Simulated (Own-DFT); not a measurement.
# Strain and stress in fcc Cu, 16 atoms (Cu16)

All numbers below are calculated, not measured. They come from Own-DFT, an in-house plane-wave density functional program, since retired, whose code no person has reviewed. Each row is one single-point run on a periodic cell that was not relaxed, without spin or spin-orbit coupling.

Settings of every run: PBE; PseudoDojo norm-conserving scalar-relativistic files; cutoff 50 hartree; 7 x 7 x 5 k mesh centred on Gamma; cold (Marzari-Vanderbilt) smearing of 0.2 eV.

Known limits: forces on such cells failed a check on a denser k mesh; stress not checked against mesh or cutoff.

Unstrained cell vectors in Å: (3.615, 3.615, 0.000); (-3.615, 3.615, 0.000); (0.000, 0.000, 7.230). The unstrained cell has measured lattice constants (interpolated for alloys), not those of this functional. That, the random moves and any unrelaxed bonds set the pressure at no strain. Each run strains this cell uniformly, with the atoms carried along. Every atom was also moved at random, by a Gaussian of width 0.05 Å on each axis. Strain is the symmetric tensor, in per cent. Stress is positive in tension, and the pressure is minus a third of its trace.

```
run,e_xx (%),e_yy (%),e_zz (%),e_yz (%),e_xz (%),e_xy (%),s_xx (GPa),s_yy (GPa),s_zz (GPa),s_yz (GPa),s_xz (GPa),s_xy (GPa),P (GPa),E (meV/atom)
1,-1.05,1.60,-0.36,0.81,-0.34,-1.89,-3.40,-1.32,-2.34,1.35,-0.77,-2.91,2.35,1.7
2,0.57,-0.03,-0.39,-1.57,-0.69,-1.63,-2.58,-3.16,-2.45,-2.72,-0.96,-2.92,2.73,8.5
3,-0.42,-0.02,1.25,-0.62,1.69,1.49,-3.24,-2.42,-1.89,-0.77,2.93,2.04,2.52,22.7
4,-1.72,-1.72,-0.95,-1.41,1.12,1.89,-11.30,-11.78,-10.20,-2.83,1.86,3.67,11.09,38.3
5,-0.60,-0.14,-0.65,0.46,-0.35,-1.02,-4.92,-4.52,-4.40,0.82,-0.71,-1.71,4.62,0.0
6,-0.78,-0.65,1.47,1.52,-1.00,-1.38,-3.37,-3.44,-1.88,2.35,-1.68,-2.49,2.90,8.5
7,-0.07,-0.37,1.06,1.05,-0.62,0.24,-2.45,-2.66,-1.38,1.60,-1.21,0.74,2.16,11.1
8,1.33,0.71,0.26,-0.18,1.68,0.32,0.44,0.54,0.34,-0.20,2.63,0.52,-0.44,6.3
9,-0.08,1.05,-0.09,-1.52,0.15,-1.46,-1.65,-1.16,-1.70,-2.51,0.30,-2.48,1.50,5.1
10,0.88,-0.96,-0.68,1.63,1.32,0.53,-3.09,-5.31,-4.82,3.46,2.41,0.62,4.41,15.6
11,-1.21,-1.51,-0.80,-1.39,0.35,-0.98,-9.16,-10.13,-9.49,-3.36,0.88,-2.10,9.60,36.8
12,1.40,-1.22,-0.40,-1.07,-0.35,1.42,-2.13,-4.56,-3.39,-2.11,-0.47,2.44,3.36,9.5
13,-1.98,1.53,-0.93,0.67,-1.74,1.82,-6.52,-3.50,-5.52,0.98,-3.68,2.98,5.18,12.0
14,-1.12,-1.62,-1.55,1.13,1.35,-1.81,-10.58,-11.10,-10.57,1.93,2.48,-3.39,10.75,35.8
15,0.30,0.29,-1.59,-0.08,-0.22,-1.24,?,?,?,?,?,?,?,?
```

E is the free energy for each atom above the lowest run shown.

## Worked fit

Each stress component was fitted by least squares to a constant and the strains of the runs shown, as fractions, with shears doubled. Shear strains stay in the fit of a normal stress only where such slopes are resolved. The slopes, in GPa:

```
stress,at no strain,per e_xx,per e_yy,per e_zz,scatter
s_xx,-3.2,224 ± 14,151 ± 13,131 ± 17,0.52
s_yy,-3.2,144 ± 11,248 ± 10,146 ± 13,0.40
s_zz,-2.9,153 ± 14,166 ± 13,197 ± 17,0.53
```

Each shear stress against twice its own strain: yz 93 ± 4, xz 87 ± 2, xy 87 ± 4 GPa. These are stiffnesses along x, y and z of the frame in which the cell vectors are given, which need not be the crystal's axes. The atoms are held to the strained lattice; where symmetry lets them move under strain, relaxing them would lower some slopes. The table should be nearly symmetric about its diagonal, and what it lacks of that shows the noise. A ninth of its sum, 174 ± 6 GPa, estimates the bulk modulus near the mean pressure of these runs, 4.5 GPa, so it lies above the value at zero pressure.

## Withheld run

Question: what normal stresses and pressure should run 15 give?

The fit gives s_xx = -4.1, s_yy = -4.4, s_zz = -5.1 and P = 4.6 GPa. The calculation gave -4.37, -4.71, -4.47 and P = 4.52 GPa.
